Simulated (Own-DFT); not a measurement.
# What a defect does to the pressure of its cell: C11b WSi2

No measurement is shown. These are fixed-geometry runs of a retired plane-wave code named Own-DFT, which no person has reviewed; spin and spin-orbit coupling are neglected.

Settings: PBE; PseudoDojo norm-conserving scalar-relativistic files; cutoff 50 hartree; 5 x 5 x 5 k mesh centred on Gamma; cold (Marzari-Vanderbilt) smearing of 0.2 eV.

Known weak points: forces on such cells failed a check on a denser k mesh; stress not checked against mesh or cutoff.

All runs share one cell, with vectors in Å (-2.148, -5.953, 3.409); (-6.444, 2.976, 1.136); (-2.553, -2.948, -6.757) and a volume of 403.2 Å³. u is the rms random offset of the atoms per axis. The defect's site can differ from row to row.

| cell | formula | u (Å) | P (GPa) |
|---|---|---|---|
| no defect | Si20W10 | 0.0198 | 4.52 |
| no defect | Si20W10 | 0.0452 | 5.58 |
| no defect | Si20W10 | 0.0485 | 6.13 |
| one W on a Si site | Si19W11 | 0.0314 | 9.95 |
| one W on a Si site | Si19W11 | 0.0458 | 10.75 |
| one W on a Si site | Si19W11 | 0.0476 | 11.14 |
| one Si on a W site | Si21W9 | 0.0275 | 6.10 |
| one Si on a W site | Si21W9 | 0.0490 | 7.17 |
| one Si on a W site | Si21W9 | 0.0519 | 7.16 |
| one Si vacancy | Si19W10 | 0.0263 | 2.99 |
| one Si vacancy | Si19W10 | 0.0326 | 3.39 |
| one Si vacancy | Si19W10 | 0.0502 | 4.26 |
| one W vacancy | Si20W9 | 0.0287 | 3.32 |
| one W vacancy | Si20W9 | 0.0314 | 3.41 |
| one W vacancy | Si20W9 | 0.0445 | ? |
| one W vacancy | Si20W9 | 0.0483 | 3.69 |

## Working it out

P = P0 + c u² + a shift for each defect gives P0 = 4.42 GPa, c = 620 ± 75 GPa/Å² and a scatter of 0.22 GPa. The shifts, and each times the cell's volume:

- one W on a Si site: 5.08 ± 0.18 GPa, 12.8 eV
- one Si on a W site: 1.18 ± 0.18 GPa, 3.0 eV
- one Si vacancy: -1.76 ± 0.18 GPa, -4.4 eV
- one W vacancy: -1.80 ± 0.18 GPa, -4.5 eV

Against the defect-free cell, a freed cell would be larger where the shift is positive and smaller where it is negative (160.2 GPa Å³ is 1 eV). The atoms around the defects weren't relaxed, which would change these numbers.

## Withheld run

Asked: what pressure belongs in the blank (one W vacancy, u = 0.0445 Å)?

The fitted form gives 3.85 ± 0.26 GPa. Computed: 4.51 GPa.
